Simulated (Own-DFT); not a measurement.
AlN (wurtzite, strained, atoms displaced) (calculated)

Computed with Own-DFT development build. A calculation, not a measurement: plane-wave PBE density functional theory by an unreviewed code, no spin, of a simulated periodic cell, stress positive in tension, free energy of the whole cell less one offset for each atom, forces on such cells moved up to 12 meV/angstrom on a denser k mesh; offsets are fitted by least squares, one for each functional and potential file, so energies compare only between cells with the same atoms and settings and are not formation energies; the far tail of each file's local potential was reset to the Coulomb form; each entry is a single point on an unrelaxed cell, so the pressure reflects the starting lattice, mostly measured values (interpolated for alloys), from which strain is counted, and rises with the displacements; printed positions are rounded, which can move forces by about a meV/angstrom; the program, named Own-DFT, is a retired in-house code; no spin-orbit coupling; before rounding, a Quantum ESPRESSO 7.3.1 run of the same cell and cutoff gave forces within 1 meV/angstrom rms on each cell, which checks the program and not the settings.

Common to all runs: functional PBE; potential files PseudoDojo norm-conserving, scalar-relativistic, standard set; wave cutoff 42 hartree; occupations Fermi-Dirac; smearing width 0.1 eV; k mesh 3 x 3 x 2 centred on Gamma.

(1) 
```xyz
72
Lattice="9.2479 -0.1544 0.0575 -4.7576 8.0296 0.1161 0.0614 0.1786 9.9088" Properties=species:S:1:pos:R:3:force_x:R:1:force_y:R:1:force_z:R:1 formula=AlN free_energy_of_cell_above_offsets=-27.216 pressure=13.68 stress_xx=-12.3 stress_yy=-18.11 stress_zz=-10.63 stress_yz=6.3 stress_xz=1.5 stress_xy=-8.91
Al     0.0672     1.7982     0.1348     -2.929     -0.812     -1.349
Al     1.6161     0.8709     2.4054     -3.175      1.041       2.04
N     -0.0683     1.8979     1.9512      1.617      -1.03       0.83
N      1.6199     0.9448     4.4010     -2.151      0.852     -1.554
Al    -0.0043     1.8790     4.9498      1.262      0.098      1.281
Al     1.6209     0.9456     7.4794     -1.933      0.313      0.347
N     -0.0507     1.8789     6.9229      2.425      0.065     -1.515
N      1.4781     0.9586     9.3880       1.98      1.873     -0.337
Al    -1.5469     4.4093     0.1205      -0.26     -0.125     -0.543
Al    -0.0059     3.6338     2.5887     -0.675     -0.139      -1.82
N     -1.5612     4.5184     1.9490     -0.694     -0.727      0.757
N      0.0662     3.6314     4.3571     -2.545     -0.509      1.975
Al    -1.5647     4.5543     4.9810     -0.189     -1.664      0.978
Al     0.0337     3.6487     7.5339     -1.837     -0.489       -0.2
N     -1.6128     4.4844     6.9291      4.099      2.704     -1.284
N      0.0274     3.7111     9.3885     -0.325     -0.442      0.061
Al    -3.1432     7.2660     9.9833      0.847     -0.985      0.525
Al    -1.6439     6.2581     2.5479       0.17      0.285      0.004
N     -3.2180     7.2206     1.9707      1.293     -1.999     -0.045
N     -1.5697     6.2380     4.4074      -1.54      1.872      0.567
Al    -3.2111     7.3193     5.0692      1.768     -3.179      1.219
Al    -1.5779     6.3333     7.6449     -0.249     -0.589     -2.538
N     -3.2036     7.1823     7.0081      2.427      1.546     -1.389
N     -1.5353     6.3078     9.4175     -1.079      1.055      1.682
Al     2.9734     1.8094     0.1318      1.229     -2.438     -2.036
Al     4.6136     0.8849     2.6229     -0.211     -1.426     -1.724
N      3.0468     1.7481     1.9507      1.919      0.978      0.365
N      4.6632     0.8400     4.4455     -0.905      1.236      0.103
Al     3.0374     1.7960     5.0094      2.236      0.651      1.028
Al     4.6279     0.9646     7.4884      0.593     -0.265      0.812
N      3.1078     1.8160     6.9253     -0.415      0.746     -0.721
N      4.5715     0.8650     9.3772     -0.144      5.585      -0.42
Al     1.4863     4.5969     9.9637      1.285      0.504      0.627
Al     3.0671     3.5101     2.5478     -1.973       0.69      0.939
N      1.4902     4.4244     1.9389      1.048     -0.079      0.189
N      2.9896     3.5854     4.5046      0.617     -0.215     -0.857
Al     1.4390     4.5048     5.0434      1.854     -1.262      1.628
Al     3.1567     3.6075     7.4956     -1.537     -0.119      0.377
N      1.5037     4.5587     7.0131      1.309     -1.408     -1.566
N      3.1192     3.7074     9.4216     -1.965     -0.923     -0.931
Al    -0.1614     7.1259     0.1466      1.582     -3.133      1.254
Al     1.4636     6.1963     2.5871      0.465     -0.083     -0.918
N     -0.0802     7.0744     2.0668     -0.393      1.289     -0.249
N      1.4663     6.1484     4.4577      0.571      3.136        0.2
Al    -0.0647     7.1197     5.0011     -0.083     -0.562      1.676
Al     1.4914     6.2737     7.5151     -1.161      1.449      1.806
N     -0.0678     7.2569     7.0442      0.193     -1.722     -1.805
N      1.5099     6.3729     9.5152     -1.223     -0.653      -1.85
Al     6.2395     1.9591     9.9697      -0.52     -5.617      0.823
Al     7.6814     0.8514     2.6092     -0.158     -1.186     -2.348
N      6.0985     1.6826     1.9822      0.932      1.261      0.014
N      7.7808     0.8134     4.4462     -1.119      0.903     -0.267
Al     6.1988     1.7101     5.0112     -0.212      0.456      1.414
Al     7.7373     0.8362     7.5455     -1.532      0.887      0.557
N      6.1463     1.8217     6.9443      1.173      -0.55     -0.626
N      7.7294     0.9205     9.4216      0.701      0.011      0.105
Al     4.6064     4.4371    10.0108      2.129      1.738      0.191
Al     6.0666     3.5152     2.5603       1.14     -0.943      0.005
N      4.5285     4.3917     1.9893      1.294       0.31      0.231
N      6.1449     3.4572     4.4420      -0.39      1.159     -0.146
Al     4.5518     4.4375     5.0589      1.035      -1.76       0.47
Al     6.1730     3.6410     7.4864     -0.964     -3.203      1.977
N      4.6836     4.3682     6.9188     -1.887      2.697      -0.26
N      6.2279     3.5736     9.4760     -1.116      3.381     -1.436
Al     2.9956     6.8986     0.1535      1.029      2.026     -0.272
Al     4.6556     6.1163     2.7647     -2.519      0.708     -3.566
N      2.9943     7.0639     1.9540      1.062      0.007      3.209
N      4.6125     6.1562     4.5216     -1.009      1.452      1.406
Al     3.0062     7.1471     5.0792     -0.142     -2.431      0.082
Al     4.5203     6.3116     7.5417     -0.056     -2.706      0.863
N      3.0115     7.1085     6.9499     -0.039      0.695     -0.298
N      4.6772     6.2155     9.4033      -2.03     -0.287      0.254
```

Units: free_energy_of_cell_above_offsets in eV; pressure, stress_xx, stress_yy, stress_zz, stress_yz, stress_xz, stress_xy in GPa; force_x, force_y, force_z in eV/Å.

(2) 
```xyz
72
Lattice="9.1713 -0.1429 0.0158 -4.7094 8.2104 0.0320 0.0169 0.0492 9.9023" Properties=species:S:1:pos:R:3:force_x:R:1:force_y:R:1:force_z:R:1 formula=AlN free_energy_of_cell_above_offsets=-28.812 pressure=9.81 stress_xx=-14.56 stress_yy=-5.77 stress_zz=-9.1 stress_yz=1.65 stress_xz=0.5 stress_xy=-7.78
Al    -0.0190     1.8588     0.0923      0.731     -0.376     -2.512
Al     1.5287     0.8495     2.4977     -0.365     -0.188     -0.499
N     -0.0464     1.8380     1.8861      0.693     -1.003      0.694
N      1.5153     0.8242     4.3247      0.224      1.095      0.977
Al     0.0493     1.8640     4.8895     -0.482     -0.483      1.778
Al     1.5595     0.9171     7.4804     -1.953      0.004     -0.379
N     -0.0702     1.8946     6.8688      1.433     -1.895     -0.586
N      1.5688     0.8769     9.3310     -1.211      1.784      0.628
Al    -1.5985     4.5137     0.0457      -0.06      0.618     -0.891
Al    -0.0727     3.5597     2.4828      1.453      1.612      1.379
N     -1.5038     4.5293     1.8904     -1.725     -0.479      0.439
N     -0.0337     3.6164     4.4408     -0.402      0.955     -1.367
Al    -1.5961     4.5758     4.9772      1.252      0.004     -0.289
Al    -0.0509     3.5807     7.4833     -0.528      1.588     -1.069
N     -1.6292     4.5799     6.8293       1.23      0.689      0.678
N     -0.0736     3.6924     9.2999      0.509     -0.684      1.585
Al    -3.1652     7.3913     9.9087      0.941     -1.841      0.727
Al    -1.5353     6.2883     2.4424     -0.867      1.146      1.056
N     -3.0636     7.2880     1.9365     -1.227     -0.264     -0.439
N     -1.6045     6.3848     4.4020     -0.626     -0.639     -0.599
Al    -3.2309     7.2630     4.9212      3.749       1.69      1.932
Al    -1.6639     6.3826     7.4834      1.145     -0.133     -0.597
N     -3.1180     7.3709     6.9436     -1.533     -1.057     -1.444
N     -1.5100     6.4210     9.3525     -4.101     -2.227     -0.635
Al     3.0074     1.7526     0.0593      1.003      0.498     -0.628
Al     4.6048     0.8690     2.4354     -2.306     -1.763      0.526
N      3.0277     1.6955     1.9331      0.441      2.143     -0.074
N      4.6257     0.8678     4.2960     -2.546      -0.42      0.506
Al     3.0247     1.8495     4.9320      0.014     -1.374      0.693
Al     4.6838     0.8866     7.4714     -3.447      -1.02      0.651
N      3.0055     1.7707     6.9209      2.286      1.008     -1.806
N      4.6002     0.8986     9.3893     -0.587     -0.794     -0.976
Al     1.4748     4.5231     0.0492      -0.19      0.205      0.234
Al     3.1032     3.5549     2.5305     -3.004      0.078     -0.252
N      1.4638     4.5940     1.9913      0.178     -1.493       -0.8
N      2.8808     3.6403     4.3992      3.863     -1.305     -0.047
Al     1.5117     4.5442     5.0053     -2.571      0.951      0.362
Al     2.9814     3.5886     7.4056     -0.847      -0.33      0.884
N      1.4085     4.4961     6.8662      1.412      1.315      0.457
N      2.9715     3.5970     9.3157       0.21      0.144       0.61
Al    -0.1306     7.2626     9.8666      3.243      1.887      1.584
Al     1.3640     6.3794     2.5814     -0.087     -0.835     -0.068
N     -0.1329     7.3321     1.8755      1.002     -1.263      0.287
N      1.4629     6.3582     4.4887     -1.422     -0.252     -1.002
Al    -0.1258     7.3072     5.0205      0.472     -0.342     -0.697
Al     1.5173     6.4368     7.4704     -4.078     -3.025      0.666
N     -0.1105     7.3130     6.8397      0.589     -0.053      1.705
N      1.5061     6.3788     9.3647     -1.341     -0.215     -0.622
Al     6.1322     1.7098     9.9096      0.302      0.064      0.008
Al     7.5911     0.8106     2.4486      0.531     -1.493      1.662
N      6.0600     1.6318     1.8912      2.174      2.429     -0.612
N      7.7029     0.8574     4.3991      -1.71     -1.414     -0.686
Al     6.0230     1.7144     4.8912      3.433      0.473      1.738
Al     7.6341     0.8479     7.5276      0.616     -0.715     -3.066
N      6.1102     1.7012     6.9038       1.28      1.476     -1.524
N      7.7372     0.7802     9.2706      -1.05      0.512      3.134
Al     4.4860     4.5958     9.8874      0.569     -2.469      0.746
Al     6.0213     3.4785     2.4630      0.914      0.524     -0.085
N      4.5166     4.4427     1.9403      1.439      1.302     -0.559
N      6.0777     3.5140     4.3952     -0.738      0.033     -0.504
Al     4.6223     4.4774     5.0493     -1.484     -0.224     -0.692
Al     6.1325     3.5280     7.4346     -1.388     -0.728      1.358
N      4.5421     4.4619     6.9600      0.527      0.126     -1.322
N      6.0704     3.4643     9.4002     -0.177      1.825      -0.67
Al     2.9225     7.2143     0.1040      1.251     -0.607     -0.028
Al     4.5268     6.3485     2.6045       -0.4     -1.416     -2.485
N      2.9141     7.1168     1.9756       1.37      2.136     -0.083
N      4.5453     6.2784     4.3884     -2.612     -1.658      1.461
Al     2.9505     7.1669     5.0707      0.821       1.92     -2.618
Al     4.4405     6.2711     7.3885      1.714       0.38      1.878
N      2.9382     7.1074     6.8261      2.503      2.917      1.115
N      4.5022     6.3118     9.3816     -0.453      0.945     -0.931
```

Units: free_energy_of_cell_above_offsets in eV; pressure, stress_xx, stress_yy, stress_zz, stress_yz, stress_xz, stress_xy in GPa; force_x, force_y, force_z in eV/Å.
